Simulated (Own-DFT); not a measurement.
# Which arrangement is lower? C34N2Si36, 72 atoms

Calculated results; nothing here was measured. They come from Own-DFT, an in-house plane-wave density functional program, since retired, whose code no person has reviewed. Each row is one single-point run on a periodic cell that was not relaxed, without spin or spin-orbit coupling.

Settings of every run: PBE; PseudoDojo norm-conserving scalar-relativistic files; cutoff 42 hartree; 4 x 4 x 3 k mesh centred on Gamma; Fermi-Dirac smearing of 0.1 eV.

Known limits: not probed for a lower state with spin; forces on such cells passed a denser k mesh, each cell not checked; stress not checked against mesh or cutoff.

All cells hold the same atoms in the same cell, with vectors in Å (9.248, 0.000, 0.000); (-4.624, 8.009, 0.000); (0.000, 0.000, 10.068). Every atom was moved at random from its ideal site; u is the rms move along one axis. The defect's site can differ from row to row. E is the free energy of the cell above the lowest run. The arrangements:

- A: 4H SiC, with two N on a C site each, 3.1 Å apart
- B: 2H SiC, with two N on a C site each, 3.1 Å apart

```
arrangement,u (Å),E (eV),P (GPa)
A,0.0296,0.000,2.63
A,0.0301,0.073,2.68
A,0.0309,0.328,2.86
A,0.0445,2.498,3.46
A,0.0489,4.047,3.86
A,0.0506,3.961,4.03
B,0.0278,0.874,2.84
B,0.0316,1.214,3.06
B,0.0330,1.345,3.04
B,0.0472,4.519,4.18
B,0.0480,3.901,3.87
B,0.0491,4.561,4.00
```

Question: once the cost of the random moves is taken out, how do the arrangements rank?

## Worked answer

Fit E = a + b u², with one b for all and one a for each arrangement, and with residuals divided by u², since the noise grows with the moves. Then b = 2338 eV/Å², the scatter at u = 0.04 Å is 0.22 eV, and against A:

- B: 0.93 ± 0.10 eV (higher)

These are energies of unrelaxed cells. Relaxing the atoms lowers the strained arrangements most, so the gaps would shrink and small ones could change sign.
